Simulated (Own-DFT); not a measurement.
# Response to strain: C40 NbSi2, 36 atoms (Nb12Si24)

All numbers below are calculated, not measured. They come from Own-DFT, an in-house plane-wave density functional program, since retired, whose code no person has reviewed. Each row is one single-point run on a periodic cell that was not relaxed, without spin or spin-orbit coupling.

Settings of every run: PBE; PseudoDojo norm-conserving scalar-relativistic files; cutoff 42 hartree; 4 x 4 x 5 k mesh centred on Gamma; cold (Marzari-Vanderbilt) smearing of 0.2 eV.

Known limits: forces on such cells failed a check on a denser k mesh; stress not checked against mesh or cutoff.

Unstrained cell vectors in Å: (0.000, 8.324, 0.000); (-9.613, 0.000, 0.000); (0.000, 0.000, 6.586). The unstrained cell was taken from the Materials Project. The random moves and any unrelaxed bonds add to the pressure at no strain. Each run strains this cell uniformly, with the atoms carried along. Every atom was also moved at random, by a Gaussian of width 0.05 Å on each axis. Strain is the symmetric tensor, in per cent. Stress is positive in tension, and the pressure is minus a third of its trace.

```
run  e_xx (%)  e_yy (%)  e_zz (%)  e_yz (%)  e_xz (%)  e_xy (%)  s_xx (GPa)  s_yy (GPa)  s_zz (GPa)  s_yz (GPa)  s_xz (GPa)  s_xy (GPa)  P (GPa)  E (meV/atom)
  1      1.00     -0.27      0.11     -0.09     -0.85     -1.80        0.36       -2.46       -2.04        0.09       -2.19       -5.17     1.38           5.0
  2     -1.38     -1.35      1.98     -0.03     -0.03      1.89       -8.45       -7.05        2.74       -0.16        0.42        6.14     4.25          26.9
  3     -1.87      0.43      1.46     -0.82      0.54      1.08       -7.74       -0.89        1.19       -2.11        2.34        3.50     2.48           8.8
  4      1.75      1.55     -0.76      1.82      0.14     -0.72        4.58        3.61       -4.42        5.11        0.57       -2.06    -1.26           0.0
  5     -0.66     -0.62      0.72     -1.51      0.33      0.85       -5.48       -4.90       -1.46       -4.58        1.55        3.02     3.95          17.2
  6      1.45     -1.02     -1.22      1.31      1.93     -1.43        1.50       -6.46       -9.47        3.98        5.93       -4.30     4.81          16.3
  7     -0.93      0.91     -0.56      0.06     -1.00      1.63       -6.19        0.09       -6.35       -0.04       -3.53        4.76     4.15           9.9
  8     -1.77     -0.80      0.39     -1.95      1.41     -1.07       -9.96       -6.71       -3.87       -5.78        4.14       -3.47     6.85          19.0
  9      1.60     -0.20      1.66     -0.57      1.92      1.97        2.87       -0.66        3.55       -2.01        4.96        5.03    -1.92          27.7
 10      1.82     -1.16      0.04     -1.91     -1.37     -1.22        3.53       -5.79       -3.44       -5.96       -4.71       -3.26     1.90          19.0
 11      1.42      0.21      0.92     -1.85     -1.44      1.75        3.28       -0.34        1.59       -5.44       -3.99        4.34    -1.51           8.8
 12     -1.13      1.69      1.71     -0.02     -0.18     -0.29       -3.34        3.65        3.26       -0.81       -0.24       -0.06    -1.19          10.5
 13      0.51      0.00      0.81      1.68     -0.81      0.04       -0.21       -1.67       -0.07        5.44       -2.72       -0.34     0.65          11.0
 14     -1.89      1.81     -0.10      1.73     -1.90     -1.43       -8.87        1.37       -5.38        5.88       -6.44       -4.04     4.29          45.2
 15      1.27      0.82      1.49      1.99      1.41     -1.42        4.09        2.57        4.03        5.30        3.91       -3.90    -3.56           0.2
 16      1.27      0.54      0.98     -0.15      0.47     -0.97           ?           ?           ?           ?           ?           ?        ?             ?
```

E is the free energy for each atom above the lowest run shown.

## Worked fit

Each stress component was fitted by least squares to a constant and the strains of the runs shown, as fractions, with shears doubled. Shear strains stay in the fit of a normal stress only where such slopes are resolved. The slopes, in GPa:

| stress | at no strain | per e_xx | per e_yy | per e_zz | scatter |
|---|---|---|---|---|---|
| s_xx | -2.8 | 374 ± 13 | 96 ± 17 | 65 ± 19 | 0.67 |
| s_yy | -2.7 | 78 ± 8 | 357 ± 11 | 85 ± 12 | 0.43 |
| s_zz | -4.0 | 77 ± 10 | 61 ± 14 | 429 ± 15 | 0.53 |

Each shear stress against twice its own strain: yz 154 ± 5, xz 152 ± 7, xy 140 ± 6 GPa. These are stiffnesses along x, y and z of the frame in which the cell vectors are given, which need not be the crystal's axes. The atoms are held to the strained lattice; where symmetry lets them move under strain, relaxing them would lower some slopes. The table should be nearly symmetric about its diagonal, and what it lacks of that shows the noise. A ninth of its sum, 180 ± 6 GPa, estimates the bulk modulus near the mean pressure of these runs, 1.7 GPa, so it lies above the value at zero pressure.

## Withheld run

Question: what normal stresses and pressure should run 16 give?

The fit gives s_xx = 3.1, s_yy = 1.0, s_zz = 1.5 and P = -1.9 GPa. The calculation gave 2.69, 0.87, 1.83 and P = -1.80 GPa.
